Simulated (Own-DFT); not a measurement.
Al₃GaN₄ (wurtzite random alloy, strained, atoms displaced) (calculated)

All values are calculated (Own-DFT development build). A calculation, not a measurement: plane-wave PBE density functional theory by an unreviewed code, no spin, of a simulated periodic cell, stress positive in tension, free energy of the whole cell less one offset for each atom, forces on such cells passed a denser k mesh, this cell's mesh not checked; offsets are fitted by least squares, one for each functional and potential file, so energies compare only between cells with the same atoms and settings and are not formation energies; the far tail of each file's local potential was reset to the Coulomb form; each entry is a single point on an unrelaxed cell, so the pressure reflects the starting lattice, mostly measured values, from which strain is counted, and rises with the displacements; printed positions are rounded, which can move forces by about a meV/angstrom; the program is a retired in-house code; no spin-orbit coupling.

Common to all runs: functional PBE; potential files PseudoDojo norm-conserving, scalar-relativistic, standard set with the stringent files for Ga; wave cutoff 96 hartree; occupations Gaussian; smearing width 0.01 eV; k mesh 4 x 4 x 3 centred on Gamma.

(1) 
```cif
# cell vector a (Å): 9.3233 0.0000 0.0000
# cell vector b (Å): -4.6616 8.0742 0.0000
# cell vector c (Å): 0.0000 0.0000 10.0655
data_Al3GaN4
_symmetry_space_group_name_H-M 'P 1'
_symmetry_Int_Tables_number 1
_cell_length_a 9.3233
_cell_length_b 9.3233
_cell_length_c 10.0655
_cell_angle_alpha 90.000
_cell_angle_beta 90.000
_cell_angle_gamma 120.000
_cell_volume 757.71
loop_
_atom_site_label
_atom_site_type_symbol
_atom_site_fract_x
_atom_site_fract_y
_atom_site_fract_z
_atom_site_occupancy
Al1 Al 0.11334 0.22796 0.99381 1
Al2 Al 0.22003 0.10015 0.24751 1
N1 N 0.10783 0.22937 0.18660 1
N2 N 0.21774 0.10929 0.43977 1
Al3 Al 0.10415 0.21515 0.50673 1
Ga1 Ga 0.21395 0.10309 0.75048 1
N3 N 0.11920 0.23072 0.68983 1
N4 N 0.21743 0.10782 0.93714 1
Al4 Al 0.10946 0.54339 0.00122 1
Al5 Al 0.23221 0.45502 0.25102 1
N5 N 0.10463 0.56136 0.18940 1
N6 N 0.22458 0.45731 0.44319 1
Al6 Al 0.09765 0.55116 0.49658 1
Al7 Al 0.22034 0.44775 0.74605 1
N7 N 0.10829 0.55332 0.69399 1
N8 N 0.22615 0.44273 0.93181 1
Ga2 Ga 0.11406 0.89998 0.99753 1
Ga3 Ga 0.22668 0.78132 0.25279 1
N9 N 0.11164 0.89050 0.19211 1
N10 N 0.22596 0.79031 0.44325 1
Ga4 Ga 0.11767 0.89253 0.50152 1
Al8 Al 0.22406 0.77624 0.75243 1
N11 N 0.11771 0.89945 0.69033 1
N12 N 0.21855 0.77096 0.94387 1
Al9 Al 0.44377 0.21053 0.99419 1
Al10 Al 0.55148 0.11147 0.25068 1
N13 N 0.43570 0.21418 0.19230 1
N14 N 0.56090 0.11220 0.44638 1
Al11 Al 0.43750 0.22031 0.50196 1
Al12 Al 0.55188 0.11481 0.73760 1
N15 N 0.44528 0.21406 0.69288 1
N16 N 0.55622 0.13395 0.94326 1
Al13 Al 0.45174 0.55736 0.99896 1
Al14 Al 0.55228 0.44038 0.25424 1
N17 N 0.44380 0.55085 0.18512 1
N18 N 0.55674 0.44038 0.44347 1
Al15 Al 0.43484 0.55358 0.50387 1
Al16 Al 0.54821 0.44046 0.75502 1
N19 N 0.44212 0.55650 0.69561 1
N20 N 0.57166 0.45108 0.94208 1
Ga5 Ga 0.44168 0.88587 0.00636 1
Al17 Al 0.55839 0.78750 0.24351 1
N21 N 0.44304 0.90611 0.19427 1
N22 N 0.54810 0.78086 0.43547 1
Al18 Al 0.43931 0.88466 0.49595 1
Ga6 Ga 0.55549 0.77780 0.76251 1
N23 N 0.44329 0.89125 0.69906 1
N24 N 0.55084 0.77329 0.94338 1
Al19 Al 0.77501 0.21608 0.99662 1
Ga7 Ga 0.88392 0.11532 0.24238 1
N25 N 0.78698 0.23262 0.18807 1
N26 N 0.89001 0.11304 0.43846 1
Al20 Al 0.77619 0.22027 0.49244 1
Ga8 Ga 0.90664 0.11776 0.74480 1
N27 N 0.76970 0.21989 0.67621 1
N28 N 0.88238 0.10261 0.94470 1
Al21 Al 0.77509 0.55369 0.00244 1
Al22 Al 0.88932 0.44131 0.25678 1
N29 N 0.76572 0.55177 0.19154 1
N30 N 0.89184 0.44264 0.44520 1
Al23 Al 0.77902 0.54739 0.49654 1
Al24 Al 0.88902 0.44158 0.74092 1
N31 N 0.77061 0.55806 0.69591 1
N32 N 0.88417 0.44771 0.94530 1
Al25 Al 0.76604 0.88087 0.00168 1
Al26 Al 0.88679 0.78546 0.24733 1
N33 N 0.78702 0.89359 0.20491 1
N34 N 0.87950 0.77945 0.44206 1
Ga9 Ga 0.77536 0.88110 0.49630 1
Al27 Al 0.89980 0.78995 0.74815 1
N35 N 0.77194 0.87460 0.69031 1
N36 N 0.89083 0.76415 0.94719 1
_calc_free_energy_of_cell_above_offsets '-20.284'  # eV
_calc_pressure 10.3  # GPa
_calc_stress_xx -13.83  # GPa
_calc_stress_yy -11.36  # GPa
_calc_stress_zz -5.7  # GPa
_calc_stress_yz -0.71  # GPa
_calc_stress_xz 0.77  # GPa
_calc_stress_xy 0.11  # GPa
```

Force:
```csv
element,x (eV/Å),y (eV/Å),z (eV/Å)
Al,-0.072,-0.841,1.456
Al,-1.687,2.277,0.676
N,2.011,0.316,-0.344
N,-0.041,1.64,-0.309
Al,0.198,1.098,-2.182
Ga,1.362,3.026,0.46
N,0.698,0.481,-0.773
N,0.115,2.9,0.395
Al,-1.503,1.003,-0.28
Al,-1.443,-1.303,0
N,1.78,-1.124,0.451
N,-0.487,-1.802,-0.441
Al,2.823,2.08,1.365
Al,0.641,0.566,0.452
N,-0.209,0.712,-1.438
N,-0.058,0.414,0.728
Ga,0.487,-3.187,1.418
Ga,-1.49,-0.512,-0.151
N,-0.974,-0.698,-0.03
N,0.937,-2.947,-0.047
Ga,-2.511,-0.25,-0.014
Al,-0.45,0.083,0.61
N,0.343,-3.858,0.021
N,0.226,-0.142,-0.776
Al,-5.273,4.005,2.697
Al,0.609,2.629,0.987
N,0.453,0.917,-0.615
N,-1.893,-0.503,-1.4
Al,0.943,-0.029,-0.043
Al,2.451,-1.035,2.021
N,-2.827,2.277,-1.211
N,6.07,-4.512,-2.753
Al,-0.02,-1.898,-0.059
Al,-0.246,-0.384,-0.373
N,-0.139,1.699,0.467
N,-1.236,0.177,-0.12
Al,1.823,1.122,0.085
Al,1.094,0.414,-0.356
N,-0.035,-1.016,-0.89
N,-3.652,-1.864,-0.591
Ga,-1.163,1.327,-1.188
Al,0.05,-1.047,1.293
N,2.772,-2.191,-0.482
N,0.247,-1.368,-0.363
Al,0.906,1.281,1.699
Ga,-0.237,0.346,-2.518
N,-0.177,-0.335,-1.471
N,0.51,0.362,2.17
Al,-0.779,1.965,0.161
Ga,1.784,0.653,1.52
N,-2.74,-0.952,-0.346
N,-0.005,0.393,0.648
Al,0.802,-0.543,0.743
Ga,-3.837,-2.003,0.692
N,1.244,0.529,1.576
N,0.476,0.321,-0.517
Al,1.737,-0.268,0.984
Al,-1.087,1.424,-1.392
N,1.477,0.662,0.895
N,-1.421,-0.548,-1.446
Al,-1.859,1.589,1.481
Al,-1.967,0.09,1.847
N,1.568,-0.113,-1.394
N,2.187,-1.574,-1.319
Al,2.632,0.318,0.443
Al,2.452,-2.412,1.086
N,-3.257,-0.839,-3.342
N,4.004,-2.502,-1.591
Ga,-2.768,1.605,1.017
Al,-0.409,-2.869,1.048
N,0.381,2.143,0.394
N,-2.345,2.622,-1.415
```

(2) 
```cif
# cell vector a (Å): 9.3233 0.0000 0.0000
# cell vector b (Å): -4.6616 8.0742 0.0000
# cell vector c (Å): 0.0000 0.0000 10.0655
data_Al3GaN4
_symmetry_space_group_name_H-M 'P 1'
_symmetry_Int_Tables_number 1
_cell_length_a 9.3233
_cell_length_b 9.3233
_cell_length_c 10.0655
_cell_angle_alpha 90.000
_cell_angle_beta 90.000
_cell_angle_gamma 120.000
_cell_volume 757.71
loop_
_atom_site_label
_atom_site_type_symbol
_atom_site_fract_x
_atom_site_fract_y
_atom_site_fract_z
_atom_site_occupancy
Al1 Al 0.11073 0.21720 0.00047 1
Al2 Al 0.22548 0.11196 0.25854 1
N1 N 0.10751 0.22963 0.18593 1
N2 N 0.22172 0.10978 0.43624 1
Ga1 Ga 0.11551 0.23304 0.49775 1
Al3 Al 0.21692 0.10956 0.75105 1
N3 N 0.10949 0.21804 0.68792 1
N4 N 0.21942 0.10369 0.93590 1
Al4 Al 0.11268 0.55672 0.01054 1
Al5 Al 0.22504 0.43531 0.24433 1
N5 N 0.10285 0.55750 0.19383 1
N6 N 0.21851 0.43672 0.44258 1
Ga2 Ga 0.11345 0.55614 0.49393 1
Al6 Al 0.22209 0.44817 0.74115 1
N7 N 0.11662 0.55894 0.68903 1
N8 N 0.22359 0.44517 0.93938 1
Al7 Al 0.10349 0.88538 0.99970 1
Al8 Al 0.22678 0.77537 0.24610 1
N9 N 0.11633 0.89738 0.19053 1
N10 N 0.21223 0.77901 0.43754 1
Al9 Al 0.10745 0.87193 0.49246 1
Al10 Al 0.21832 0.77765 0.75057 1
N11 N 0.11581 0.89286 0.69776 1
N12 N 0.22678 0.77511 0.94259 1
Al11 Al 0.44978 0.22769 0.00718 1
Al12 Al 0.55564 0.10587 0.25341 1
N13 N 0.45001 0.23139 0.18334 1
N14 N 0.56285 0.11850 0.43354 1
Al13 Al 0.44651 0.22095 0.50500 1
Ga3 Ga 0.55394 0.11339 0.75093 1
N15 N 0.44110 0.21642 0.69179 1
N16 N 0.55919 0.11719 0.93560 1
Ga4 Ga 0.44074 0.54539 0.00042 1
Al14 Al 0.55925 0.45092 0.24582 1
N17 N 0.44184 0.54859 0.19355 1
N18 N 0.54887 0.44875 0.44656 1
Al15 Al 0.44237 0.55254 0.50214 1
Al16 Al 0.55124 0.45183 0.74004 1
N19 N 0.45739 0.56017 0.68624 1
N20 N 0.55123 0.43978 0.93953 1
Ga5 Ga 0.44542 0.89035 0.01032 1
Ga6 Ga 0.55766 0.77483 0.24598 1
N21 N 0.44362 0.88497 0.18912 1
N22 N 0.56208 0.77806 0.43425 1
Al17 Al 0.44694 0.88827 0.50333 1
Al18 Al 0.55455 0.77881 0.75160 1
N23 N 0.44106 0.89165 0.68832 1
N24 N 0.56222 0.78054 0.93926 1
Al19 Al 0.77705 0.21753 0.99719 1
Ga7 Ga 0.88998 0.12615 0.25159 1
N25 N 0.76560 0.21465 0.19698 1
N26 N 0.88753 0.10690 0.43914 1
Al20 Al 0.78318 0.23007 0.50343 1
Ga8 Ga 0.89737 0.11648 0.75264 1
N27 N 0.77774 0.22564 0.69314 1
N28 N 0.87762 0.10650 0.94406 1
Al21 Al 0.78587 0.55762 0.99346 1
Ga9 Ga 0.89211 0.44418 0.25923 1
N29 N 0.77208 0.53992 0.18929 1
N30 N 0.88692 0.43897 0.44460 1
Al22 Al 0.78337 0.55292 0.48943 1
Al23 Al 0.88761 0.44516 0.75076 1
N31 N 0.77634 0.55531 0.68876 1
N32 N 0.88840 0.44526 0.94069 1
Al24 Al 0.77872 0.88464 0.99708 1
Al25 Al 0.87744 0.76687 0.24490 1
N33 N 0.78214 0.90127 0.19535 1
N34 N 0.89245 0.77852 0.43245 1
Al26 Al 0.78367 0.89235 0.50433 1
Al27 Al 0.87721 0.77200 0.74959 1
N35 N 0.76798 0.88613 0.68556 1
N36 N 0.88345 0.78202 0.93887 1
_calc_free_energy_of_cell_above_offsets '-22.083'  # eV
_calc_pressure 9.67  # GPa
_calc_stress_xx -10.76  # GPa
_calc_stress_yy -9.88  # GPa
_calc_stress_zz -8.38  # GPa
_calc_stress_yz 0.21  # GPa
_calc_stress_xz 0.61  # GPa
_calc_stress_xy 1.18  # GPa
```

Force:
```csv
element,x (eV/Å),y (eV/Å),z (eV/Å)
Al,-0.303,0.156,-0.629
Al,-0.289,0.463,-2.208
N,1.847,-1.184,-0.148
N,0.921,-0.443,1.601
Ga,0.224,-4.566,0.756
Al,1.12,0.14,-0.075
N,1.077,1.833,0.498
N,-0.302,0.954,1.051
Al,-0.013,-0.377,-1.911
Al,-1.321,1.739,1.243
N,2.959,-0.035,-0.132
N,0.828,3.953,-2.277
Ga,0.035,0.231,1.079
Al,1.047,-0.426,1.51
N,-1.004,-0.283,0.129
N,-1.57,-1.036,-0.652
Al,1.392,0.584,0.101
Al,-1.686,0.927,0.496
N,-0.236,-1.605,-0.382
N,4.57,-0.807,-1.476
Al,-3.138,3.736,2.064
Al,0.73,0.325,0.699
N,-1.536,-1.539,-1.578
N,-1.829,-0.474,-0.195
Al,-0.294,-1.224,-2.44
Al,-1.545,0.443,-0.71
N,-0.209,-1.276,2.592
N,-0.431,-0.853,1.951
Al,-0.594,-0.03,-0.806
Ga,0.4,-0.381,0.101
N,-1.725,1.822,-0.881
N,-0.252,-0.084,2.175
Ga,0.013,1.545,-0.2
Al,-0.009,-1.732,1.402
N,-0.253,0.268,-0.348
N,2.379,-1.091,-1.409
Al,-0.285,1.53,-0.721
Al,2.885,-2.612,1.845
N,-3.812,0.695,-0.125
N,1.783,0.602,-1.243
Ga,0.515,0.54,-3.044
Ga,0.196,0.414,0.556
N,-0.641,0.594,2.302
N,-1.2,-0.288,2.05
Al,0.039,0.392,-1.02
Al,-0.733,0.367,0.055
N,0.568,-1.58,-0.116
N,-0.389,-0.603,-0.14
Al,-1.353,0.989,1.058
Ga,1.048,-1.715,0.429
N,-0.067,1.674,-2.379
N,-0.783,1.099,1.385
Al,0.185,-2.582,0.294
Ga,-1.708,-1.076,0.108
N,0.696,0.697,-1.079
N,2.285,0.169,0.003
Al,-1.773,-0.751,0.653
Ga,-1.052,-1.473,-1.164
N,-0.623,2.549,-0.805
N,-0.074,0.722,0.208
Al,-2.241,0.83,1.578
Al,0.284,0.358,0.081
N,0.344,-0.136,-0.497
N,1.197,-0.171,-0.12
Al,-1.656,1.255,1.642
Al,0.789,1.833,0.101
N,1.367,-2.046,-2.049
N,-0.503,-1,0.693
Al,-0.202,-0.682,-1.618
Al,0.995,1.126,-0.549
N,1.243,0.047,0.871
N,1.673,-1.438,-0.236
```

(3) 
```cif
# cell vector a (Å): 9.3233 0.0000 0.0000
# cell vector b (Å): -4.6616 8.0742 0.0000
# cell vector c (Å): 0.0000 0.0000 10.0655
data_Al3GaN4
_symmetry_space_group_name_H-M 'P 1'
_symmetry_Int_Tables_number 1
_cell_length_a 9.3233
_cell_length_b 9.3233
_cell_length_c 10.0655
_cell_angle_alpha 90.000
_cell_angle_beta 90.000
_cell_angle_gamma 120.000
_cell_volume 757.71
loop_
_atom_site_label
_atom_site_type_symbol
_atom_site_fract_x
_atom_site_fract_y
_atom_site_fract_z
_atom_site_occupancy
Al1 Al 0.11825 0.22382 0.00915 1
Al2 Al 0.22892 0.11517 0.25218 1
N1 N 0.11120 0.21701 0.20076 1
N2 N 0.22288 0.10766 0.43238 1
Al3 Al 0.11553 0.22571 0.50528 1
Al4 Al 0.22221 0.11814 0.74868 1
N3 N 0.11715 0.22607 0.68755 1
N4 N 0.22626 0.11787 0.93212 1
Al5 Al 0.11604 0.55094 0.99714 1
Ga1 Ga 0.22529 0.44559 0.25674 1
N5 N 0.10743 0.55601 0.19111 1
N6 N 0.21941 0.44517 0.44287 1
Al6 Al 0.10359 0.55539 0.49157 1
Al7 Al 0.22025 0.43981 0.74817 1
N7 N 0.10950 0.55582 0.69210 1
N8 N 0.22548 0.44195 0.93463 1
Ga2 Ga 0.11463 0.89366 0.99945 1
Al8 Al 0.22637 0.78156 0.25383 1
N9 N 0.11628 0.88747 0.18818 1
N10 N 0.22260 0.77668 0.43761 1
Ga3 Ga 0.11623 0.89147 0.50238 1
Al9 Al 0.21490 0.78395 0.74915 1
N11 N 0.11023 0.88086 0.68880 1
N12 N 0.22429 0.77712 0.95434 1
Al10 Al 0.44720 0.21761 0.00538 1
Al11 Al 0.56213 0.11666 0.24978 1
N13 N 0.44684 0.22816 0.19069 1
N14 N 0.55148 0.10926 0.44489 1
Al12 Al 0.43835 0.21216 0.50916 1
Al13 Al 0.54530 0.10925 0.75074 1
N15 N 0.43486 0.21468 0.69607 1
N16 N 0.56710 0.12158 0.93544 1
Ga4 Ga 0.45012 0.55838 0.00002 1
Al14 Al 0.55242 0.43966 0.25785 1
N17 N 0.45771 0.55915 0.19219 1
N18 N 0.56013 0.44624 0.45116 1
Al15 Al 0.44912 0.54503 0.50460 1
Al16 Al 0.55478 0.44392 0.76070 1
N19 N 0.42921 0.54850 0.69238 1
N20 N 0.56573 0.45679 0.93943 1
Ga5 Ga 0.44879 0.89531 0.99552 1
Al17 Al 0.55441 0.77382 0.24489 1
N21 N 0.44427 0.88628 0.18643 1
N22 N 0.55640 0.78087 0.44196 1
Al18 Al 0.44550 0.88377 0.49945 1
Ga6 Ga 0.55475 0.78076 0.74997 1
N23 N 0.43350 0.87320 0.68118 1
N24 N 0.55342 0.77947 0.93794 1
Ga7 Ga 0.78188 0.22951 0.00638 1
Al19 Al 0.89226 0.12401 0.24629 1
N25 N 0.77104 0.22114 0.19100 1
N26 N 0.87970 0.11129 0.44226 1
Al20 Al 0.77632 0.21493 0.49577 1
Al21 Al 0.88500 0.10560 0.74308 1
N27 N 0.77737 0.22614 0.69477 1
N28 N 0.88710 0.11180 0.94107 1
Al22 Al 0.77761 0.55239 0.00146 1
Al23 Al 0.89043 0.44818 0.24952 1
N29 N 0.77821 0.55095 0.19401 1
N30 N 0.89016 0.43882 0.42774 1
Al24 Al 0.77655 0.55218 0.49732 1
Ga8 Ga 0.89718 0.44525 0.75301 1
N31 N 0.78613 0.55815 0.69376 1
N32 N 0.88867 0.44193 0.93967 1
Al25 Al 0.77759 0.89367 0.00092 1
Al26 Al 0.89187 0.78800 0.24956 1
N33 N 0.76972 0.88934 0.19307 1
N34 N 0.89332 0.78403 0.43616 1
Al27 Al 0.78680 0.89532 0.49813 1
Ga9 Ga 0.88426 0.77214 0.75535 1
N35 N 0.77773 0.88805 0.69338 1
N36 N 0.88946 0.78934 0.93481 1
_calc_free_energy_of_cell_above_offsets '-22.947'  # eV
_calc_pressure 9.27  # GPa
_calc_stress_xx -11.44  # GPa
_calc_stress_yy -7.84  # GPa
_calc_stress_zz -8.53  # GPa
_calc_stress_yz 0.29  # GPa
_calc_stress_xz 0.48  # GPa
_calc_stress_xy 0.74  # GPa
```

Force:
```csv
element,x (eV/Å),y (eV/Å),z (eV/Å)
Al,-0.97,-0.24,-1.198
Al,-0.06,-1.397,-0.662
N,0.051,0.266,-1.671
N,-0.284,1.908,1.799
Al,-0.655,-0.509,-1.616
Al,-0.284,-1.799,0.326
N,-1.12,-1.238,0.046
N,0.495,0.584,1.49
Al,-0.72,0.455,0.741
Ga,-0.146,0.714,-0.805
N,0.824,0.049,-0.625
N,0.976,-0.143,1.157
Al,1.011,0.113,1.498
Al,-1.423,0.826,0.328
N,1.557,0.921,-1.219
N,-0.622,-0.619,1.053
Ga,-0.415,-0.258,0.066
Al,0.054,-0.538,-1.199
N,-1.076,1.09,1.282
N,0.667,-0.251,-0.016
Ga,-0.327,-0.81,-0.539
Al,2.904,-2.274,1.173
N,-1.623,2.794,0.625
N,-0.588,-0.796,-3.06
Al,-0.546,1.14,-1.231
Al,-1.402,-1.789,0.918
N,0.415,-0.861,0.011
N,0.229,0.031,-0.783
Al,0.227,0.868,-0.737
Al,1.977,-0.518,-0.689
N,0.591,1.382,-0.695
N,-1.952,-0.546,0.092
Ga,-0.776,0.053,0.246
Al,1.034,1.22,-0.111
N,-0.829,-1.049,0.342
N,0.049,-2.074,-1.388
Al,-2.558,2.321,0.395
Al,0.009,0.347,-2.235
N,3.042,0.069,-0.477
N,0.612,-2.296,0.684
Ga,0.051,0.043,0.769
Al,-0.698,1.021,1.715
N,0.09,0.973,1.438
N,1.278,-1.285,-0.581
Al,-0.516,0.008,-0.535
Ga,-0.043,-1.12,-0.395
N,-1.371,2.487,1.494
N,1.331,0.547,0.585
Ga,0.72,-0.893,-1.156
Al,-0.251,-2.057,1.092
N,1.172,1.128,1.087
N,2.836,0.133,-0.912
Al,-1.788,1.612,1.594
Al,-0.193,1.35,1.391
N,-0.171,-2.207,-1.655
N,1.516,0.29,-0.166
Al,0.665,1.414,0.446
Al,0.13,-0.314,-0.91
N,-1.125,1.056,-0.496
N,-1.152,-0.029,2.272
Al,1.418,1.025,0.731
Ga,-1.088,-0.396,-0.149
N,-1.976,-1.757,-1.573
N,0.259,2.199,1.329
Al,-0.253,-0.118,0.091
Al,0.377,-0.958,-0.356
N,1.551,1.159,-0.852
N,-0.49,-1.109,0.305
Al,-1.218,-1.288,0.256
Ga,0.25,0.888,-1.383
N,0.185,0.563,-1.821
N,0.152,-1.509,3.026
```

(4) 
```cif
# cell vector a (Å): 9.3233 0.0000 0.0000
# cell vector b (Å): -4.6616 8.0742 0.0000
# cell vector c (Å): 0.0000 0.0000 10.0655
data_Al3GaN4
_symmetry_space_group_name_H-M 'P 1'
_symmetry_Int_Tables_number 1
_cell_length_a 9.3233
_cell_length_b 9.3233
_cell_length_c 10.0655
_cell_angle_alpha 90.000
_cell_angle_beta 90.000
_cell_angle_gamma 120.000
_cell_volume 757.71
loop_
_atom_site_label
_atom_site_type_symbol
_atom_site_fract_x
_atom_site_fract_y
_atom_site_fract_z
_atom_site_occupancy
Al1 Al 0.10544 0.21101 0.00610 1
Ga1 Ga 0.22247 0.10922 0.25080 1
N1 N 0.12325 0.22862 0.19578 1
N2 N 0.21611 0.10561 0.45086 1
Al2 Al 0.11284 0.22240 0.49624 1
Al3 Al 0.22390 0.11095 0.75520 1
N3 N 0.10101 0.21369 0.69287 1
N4 N 0.22879 0.11206 0.94285 1
Al4 Al 0.11451 0.56169 0.99657 1
Al5 Al 0.22134 0.44420 0.24690 1
N5 N 0.09542 0.54298 0.19074 1
N6 N 0.21574 0.43700 0.44019 1
Al6 Al 0.11537 0.55963 0.49575 1
Ga2 Ga 0.23457 0.44626 0.75264 1
N7 N 0.11735 0.55318 0.69758 1
N8 N 0.21675 0.44113 0.93797 1
Al7 Al 0.10749 0.88213 0.00737 1
Al8 Al 0.23017 0.78449 0.25191 1
N9 N 0.10402 0.88577 0.18541 1
N10 N 0.21681 0.77365 0.44578 1
Al9 Al 0.11712 0.89090 0.50414 1
Al10 Al 0.21388 0.76914 0.74977 1
N11 N 0.11435 0.88978 0.69455 1
N12 N 0.21912 0.77227 0.93780 1
Al11 Al 0.45428 0.22607 0.00108 1
Ga3 Ga 0.55181 0.10977 0.24622 1
N13 N 0.44647 0.22008 0.18928 1
N14 N 0.55574 0.11159 0.44233 1
Al12 Al 0.43959 0.21945 0.50088 1
Ga4 Ga 0.54672 0.09927 0.75695 1
N15 N 0.44385 0.23045 0.69468 1
N16 N 0.55209 0.10744 0.93995 1
Al13 Al 0.45084 0.55636 0.99743 1
Al14 Al 0.54916 0.44004 0.25001 1
N17 N 0.44849 0.56352 0.18340 1
N18 N 0.56021 0.44473 0.44486 1
Al15 Al 0.45032 0.55537 0.50462 1
Ga5 Ga 0.55065 0.43890 0.75020 1
N19 N 0.45134 0.55558 0.69292 1
N20 N 0.55537 0.44651 0.93699 1
Al16 Al 0.45500 0.89263 0.99742 1
Ga6 Ga 0.56374 0.78939 0.24507 1
N21 N 0.45852 0.89317 0.18490 1
N22 N 0.55680 0.77896 0.43956 1
Al17 Al 0.43977 0.87951 0.50279 1
Ga7 Ga 0.56283 0.77879 0.74252 1
N23 N 0.45799 0.89609 0.68831 1
N24 N 0.55716 0.77204 0.93692 1
Al18 Al 0.78276 0.23639 0.00360 1
Ga8 Ga 0.88471 0.11544 0.25669 1
N25 N 0.77836 0.22250 0.19051 1
N26 N 0.89047 0.11700 0.44382 1
Ga9 Ga 0.78541 0.23035 0.49575 1
Al19 Al 0.87836 0.10950 0.74275 1
N27 N 0.77507 0.22250 0.68944 1
N28 N 0.88038 0.10553 0.94919 1
Al20 Al 0.78174 0.55670 0.99377 1
Al21 Al 0.87988 0.44030 0.25329 1
N29 N 0.77687 0.54580 0.18848 1
N30 N 0.88835 0.44289 0.43678 1
Al22 Al 0.78453 0.56311 0.50176 1
Al23 Al 0.88094 0.43317 0.75039 1
N31 N 0.78079 0.55676 0.68306 1
N32 N 0.89840 0.44450 0.94820 1
Al24 Al 0.77737 0.88649 0.99760 1
Al25 Al 0.89701 0.78629 0.25252 1
N33 N 0.77448 0.88866 0.19017 1
N34 N 0.88927 0.78269 0.44175 1
Al26 Al 0.77726 0.89153 0.49632 1
Al27 Al 0.88668 0.77973 0.75672 1
N35 N 0.77681 0.88112 0.68922 1
N36 N 0.89208 0.78161 0.94139 1
_calc_free_energy_of_cell_above_offsets '-22.832'  # eV
_calc_pressure 9.36  # GPa
_calc_stress_xx -9.34  # GPa
_calc_stress_yy -11.84  # GPa
_calc_stress_zz -6.88  # GPa
_calc_stress_yz 0.39  # GPa
_calc_stress_xz 0.06  # GPa
_calc_stress_xy 1.65  # GPa
```

Force:
```csv
element,x (eV/Å),y (eV/Å),z (eV/Å)
Al,-0.04,1.267,-0.941
Ga,0.229,-0.026,0.674
N,-1.43,-0.693,-0.969
N,0.891,0.549,-1.223
Al,-0.582,-0.245,1.737
Al,-0.867,0.06,-0.157
N,0.887,0.01,-0.796
N,-0.354,-0.587,0.618
Al,1.199,-1.376,1.139
Al,0.01,1.217,0.262
N,1.597,2.142,-0.003
N,1.046,1.712,-0.274
Al,-0.239,-2.134,1.228
Ga,-1.509,-1.481,-0.08
N,-1.772,-0.073,-1.95
N,1.115,-0.131,2.186
Al,0.862,1.098,-2.414
Al,-0.346,-1.578,-0.703
N,1.885,-0.136,1.546
N,0.779,1.285,-1.377
Al,-1.412,-0.688,0.9
Al,0.874,0.985,0.323
N,-0.249,-0.34,-0.315
N,0.45,1.819,0.571
Al,-1.465,-0.336,-0.342
Ga,1.226,0.472,1.59
N,-1.051,1.097,-0.664
N,-1.017,-1.143,0.012
Al,0.963,0.482,0.687
Ga,-0.262,2.797,-1.205
N,0.014,-3.434,-1.599
N,0.838,1.226,1.792
Al,-1.69,-0.503,0.106
Al,0.629,1.304,0.239
N,-0.029,-1.645,0.785
N,-0.608,-0.249,-0.92
Al,-0.672,-0.299,-0.895
Ga,1.599,1.797,0.123
N,-0.575,0.423,-1.984
N,1.417,-0.328,1.477
Al,-0.669,-1.493,-0.32
Ga,0.215,-2.611,1.574
N,-3.719,-0.571,-0.701
N,-0.254,-0.518,0.762
Al,0.377,1.739,-0.26
Ga,-1.03,-0.525,1.54
N,-2.192,-2.975,-0.879
N,-0.274,0.858,0.514
Al,0.79,-2.797,0.175
Ga,1.408,-0.328,-1.092
N,-0.828,0.84,-0.518
N,1.3,-1.493,0.277
Ga,-1.602,-1.066,1.261
Al,1.446,-0.269,1.548
N,-0.077,-0.391,0.389
N,0.122,0.825,-1.281
Al,-0.184,-0.214,1.245
Al,0.79,0.111,-0.445
N,-1.712,1.6,-0.277
N,0.033,2.604,0.372
Al,-0.1,-0.798,-0.872
Al,0.815,1.951,0.24
N,0.754,0.327,1.967
N,-2.171,0.838,-2.28
Al,-0.517,0.196,0.695
Al,-1.681,-2.058,0.024
N,3.095,0.782,-0.821
N,0.89,0.209,-0.469
Al,0.273,0.022,0.675
Al,1.282,-0.451,-1.259
N,1.105,2.062,-1.087
N,-0.027,-0.726,0.119
```
